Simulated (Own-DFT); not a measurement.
# A layer strained by its substrate: wurtzite AlGaN with randomly placed atoms, 72 atoms (Al9Ga27N36)

The numbers are computed, not measured, by runs of the plane-wave DFT program Own-DFT (in-house, retired, unreviewed) at fixed positions, with no spin and no spin-orbit coupling.

Method: PBE; PseudoDojo norm-conserving scalar-relativistic files (stringent for Ga); cutoff 96 hartree; 4 x 4 x 3 k mesh centred on Gamma; Gaussian smearing of 0.01 eV.

Keep in mind: forces on such cells passed a denser k mesh, each cell not checked; stress not checked against mesh or cutoff.

Unstrained cell vectors in Å: (9.509, 0.000, 0.000); (-4.755, 8.235, 0.000); (0.000, 0.000, 10.268). The unstrained cell has measured lattice constants (interpolated for alloys), not those of this functional. That, the random moves and any unrelaxed bonds set the pressure at no strain. Each run strains x and y alike by e, as a substrate would, and holds the height along z. All atoms carry random offsets, Gaussian with a width of 0.05 Å per axis. The random placing of the alloy's atoms differs from row to row. Stress is positive in tension.

```
e (%)  u (Å)  (s_xx + s_yy)/2 (GPa)  s_zz (GPa)
-2.25  0.046                 -20.72       -9.43
-1.75  0.049                 -16.96      -10.35
-1.50  0.049                 -14.60      -11.77
-1.25  0.044                 -14.02       -8.22
-1.00  0.049                 -12.37       -9.28
 0.25  0.053                  -5.64       -7.86
 0.50  0.048                  -3.36       -8.20
 1.50  0.052                      ?           ?
 2.00  0.047                   3.16       -6.05
 2.75  0.048                   6.65       -4.49
```

## Working it out

With e as a fraction, the in-plane stress is -6.5 + 551 e - 2901 e² GPa (errors 10 and 733, scatter 0.48), and s_zz is -8.1 + 112 e GPa (slope ± 21, scatter 1.06). At e = 0 the first slope is C11 + C12 and the second 2 C13, both with the ions held to the strained lattice and at the cell's own pressure. The term in e² is negative: the layer stiffens under compression and softens under tension. A free layer would change its height as e changes, and the in-plane slope would drop by 2 C13²/C33 to the biaxial modulus. At fixed height, a misfit of 1 % moves the in-plane stress by about 5.5 GPa and s_zz by 1.1 GPa.

## The run left out

Question: what are the two stresses at e = 1.50 %?

The fit gives 1.1 and -6.4 GPa. DFT gave 0.13 and -4.97 GPa.
